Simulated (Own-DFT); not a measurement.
# One host, several defects: D0_22 TiAl3

No measurement is shown. These are fixed-geometry runs of a retired plane-wave code named Own-DFT, which no person has reviewed; spin and spin-orbit coupling are neglected.

Settings: PBE; PseudoDojo norm-conserving scalar-relativistic files; cutoff 42 hartree; 4 x 4 x 4 k mesh centred on Gamma; cold (Marzari-Vanderbilt) smearing of 0.2 eV.

Keep in mind: forces on such cells failed a check on a denser k mesh; stress not checked against mesh or cutoff.

All runs share one cell, with vectors in Å (-2.365, -6.981, 4.326); (-7.667, 3.491, 1.442); (-2.950, -3.488, -7.241) and a volume of 625.4 Å³. The atoms are randomly displaced, by u rms on each axis. The defect's site can differ from row to row.

| cell | formula | u (Å) | P (GPa) |
|---|---|---|---|
| no defect | Al30Ti10 | 0.0186 | 1.95 |
| no defect | Al30Ti10 | 0.0481 | 2.56 |
| no defect | Al30Ti10 | 0.0546 | 2.67 |
| two Al on a Ti site each | Al32Ti8 | 0.0296 | 2.90 |
| two Al on a Ti site each | Al32Ti8 | 0.0308 | ? |
| two Al on a Ti site each | Al32Ti8 | 0.0480 | 3.42 |
| two Al on a Ti site each | Al32Ti8 | 0.0526 | 3.41 |
| two Al vacancies | Al28Ti10 | 0.0295 | 1.31 |
| two Al vacancies | Al28Ti10 | 0.0306 | 1.19 |
| two Al vacancies | Al28Ti10 | 0.0468 | 1.76 |
| two Ti on an Al site each | Al28Ti12 | 0.0311 | 3.34 |
| two Ti on an Al site each | Al28Ti12 | 0.0318 | 3.37 |
| two Ti on an Al site each | Al28Ti12 | 0.0432 | 3.43 |

## What the rows give

P = P0 + c u² + a shift for each defect gives P0 = 1.85 GPa, c = 286 ± 33 GPa/Å² and a scatter of 0.09 GPa. The shifts, and each times the cell's volume:

- two Ti on an Al site each: 1.16 ± 0.08 GPa, 4.5 eV (2.3 eV for each of its 2 sites)
- two Al on a Ti site each: 0.82 ± 0.07 GPa, 3.2 eV (1.6 eV for each of its 2 sites)
- two Al vacancies: -0.81 ± 0.08 GPa, -3.2 eV (-1.6 eV for each of its 2 sites)

Against the defect-free cell, a freed cell would be larger where the shift is positive and smaller where it is negative (160.2 GPa Å³ is 1 eV). The atoms around the defects weren't relaxed, which would change these numbers.

## The run left out

Q: what pressure belongs in the blank (two Al on a Ti site each, u = 0.0308 Å)?

The fitted form gives 2.95 ± 0.11 GPa. The calculation gave 2.93 GPa.
